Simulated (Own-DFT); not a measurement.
# Which defects push the lattice out? D0_22 TiAl3

No measurement is shown. These are fixed-geometry runs of a retired plane-wave code named Own-DFT, which no person has reviewed; spin and spin-orbit coupling are neglected.

Common settings: PBE; PseudoDojo norm-conserving scalar-relativistic files; cutoff 42 hartree; 4 x 4 x 4 k mesh centred on Gamma; cold (Marzari-Vanderbilt) smearing of 0.2 eV.

Keep in mind: forces on such cells failed a check on a denser k mesh; stress not checked against mesh or cutoff.

All runs share one cell, with vectors in Å (-2.365, -6.981, 4.326); (-7.667, 3.491, 1.442); (-2.950, -3.488, -7.241) and a volume of 625.4 Å³. The atoms are randomly displaced, by u rms on each axis. The defect's site can differ from row to row.

```
cell,formula,u (Å),P (GPa)
no defect,Al30Ti10,0.0185,1.95
no defect,Al30Ti10,0.0476,2.56
no defect,Al30Ti10,0.0496,2.67
two Al on a Ti site each,Al32Ti8,0.0295,2.92
two Al on a Ti site each,Al32Ti8,0.0297,2.89
two Al on a Ti site each,Al32Ti8,0.0505,3.43
two Al vacancies,Al28Ti10,0.0306,1.23
two Al vacancies,Al28Ti10,0.0483,1.65
two Al vacancies,Al28Ti10,0.0485,1.63
two Ti on an Al site each,Al28Ti12,0.0283,3.22
two Ti on an Al site each,Al28Ti12,0.0478,3.81
two Ti on an Al site each,Al28Ti12,0.0478,3.58
one Ti vacancy,Al30Ti9,0.0276,1.77
one Ti vacancy,Al30Ti9,0.0317,1.88
one Ti vacancy,Al30Ti9,0.0540,?
one Ti vacancy,Al30Ti9,0.0549,2.52
```

## What the rows give

P = P0 + c u² + a shift for each defect gives P0 = 1.85 GPa, c = 320 ± 18 GPa/Å² and a scatter of 0.06 GPa. The shifts, and each times the cell's volume:

- two Ti on an Al site each: 1.12 ± 0.05 GPa, 4.4 eV (2.2 eV for each of its 2 sites)
- two Al on a Ti site each: 0.77 ± 0.05 GPa, 3.0 eV (1.5 eV for each of its 2 sites)
- one Ti vacancy: -0.30 ± 0.05 GPa, -1.2 eV
- two Al vacancies: -0.95 ± 0.05 GPa, -3.7 eV (-1.9 eV for each of its 2 sites)

Against the defect-free cell, a freed cell would be larger where the shift is positive and smaller where it is negative (160.2 GPa Å³ is 1 eV). The atoms around the defects weren't relaxed, which would change these numbers.

## Prediction

Question: what pressure belongs in the blank (one Ti vacancy, u = 0.0540 Å)?

The fitted form gives 2.48 ± 0.07 GPa. The hidden result is 2.50 GPa.
